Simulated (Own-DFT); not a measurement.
# One host, several defects: D0_22 TiAl3

The numbers are computed, not measured, by runs of the plane-wave DFT program Own-DFT (in-house, retired, unreviewed) at fixed positions, with no spin and no spin-orbit coupling.

All runs used: PBE; PseudoDojo norm-conserving scalar-relativistic files; cutoff 42 hartree; 4 x 4 x 4 k mesh centred on Gamma; cold (Marzari-Vanderbilt) smearing of 0.2 eV.

Caveats: forces on such cells failed a check on a denser k mesh; stress not checked against mesh or cutoff.

All runs share one cell, with vectors in Å (-2.365, -6.981, 4.326); (-7.667, 3.491, 1.442); (-2.950, -3.488, -7.241) and a volume of 625.4 Å³. u is the rms random offset of the atoms per axis. The defect's site can differ from row to row.

```
cell,formula,u (Å),P (GPa)
no defect,Al30Ti10,0.0194,1.96
no defect,Al30Ti10,0.0473,2.55
no defect,Al30Ti10,0.0476,2.53
one Ti vacancy,Al30Ti9,0.0299,1.84
one Ti vacancy,Al30Ti9,0.0312,?
one Ti vacancy,Al30Ti9,0.0407,2.07
one Ti vacancy,Al30Ti9,0.0468,2.26
two Al vacancies,Al28Ti10,0.0285,1.20
two Al vacancies,Al28Ti10,0.0294,1.22
two Al vacancies,Al28Ti10,0.0540,1.94
two Ti on an Al site each,Al28Ti12,0.0296,3.38
two Ti on an Al site each,Al28Ti12,0.0301,3.33
two Ti on an Al site each,Al28Ti12,0.0426,3.77
two Al on a Ti site each,Al32Ti8,0.0289,2.90
two Al on a Ti site each,Al32Ti8,0.0453,3.28
two Al on a Ti site each,Al32Ti8,0.0493,3.30
```

## Fit

P = P0 + c u² + a shift for each defect gives P0 = 1.81 GPa, c = 328 ± 18 GPa/Å² and a scatter of 0.05 GPa. The shifts, and each times the cell's volume:

- two Ti on an Al site each: 1.29 ± 0.04 GPa, 5.0 eV (2.5 eV for each of its 2 sites)
- two Al on a Ti site each: 0.77 ± 0.04 GPa, 3.0 eV (1.5 eV for each of its 2 sites)
- one Ti vacancy: -0.28 ± 0.04 GPa, -1.1 eV
- two Al vacancies: -0.86 ± 0.04 GPa, -3.4 eV (-1.7 eV for each of its 2 sites)

Positive is outwards. The product with the volume (160.2 GPa Å³ to the eV) is nearly free of the cell's size; divided by the bulk modulus at the cell's pressure it gives the volume that the defect adds. The atoms around the defects weren't relaxed, which would change these numbers.

## Test on the hidden row

Question: what pressure belongs in the blank (one Ti vacancy, u = 0.0312 Å)?

The fitted form gives 1.86 ± 0.06 GPa. The run itself gave 1.82 GPa.
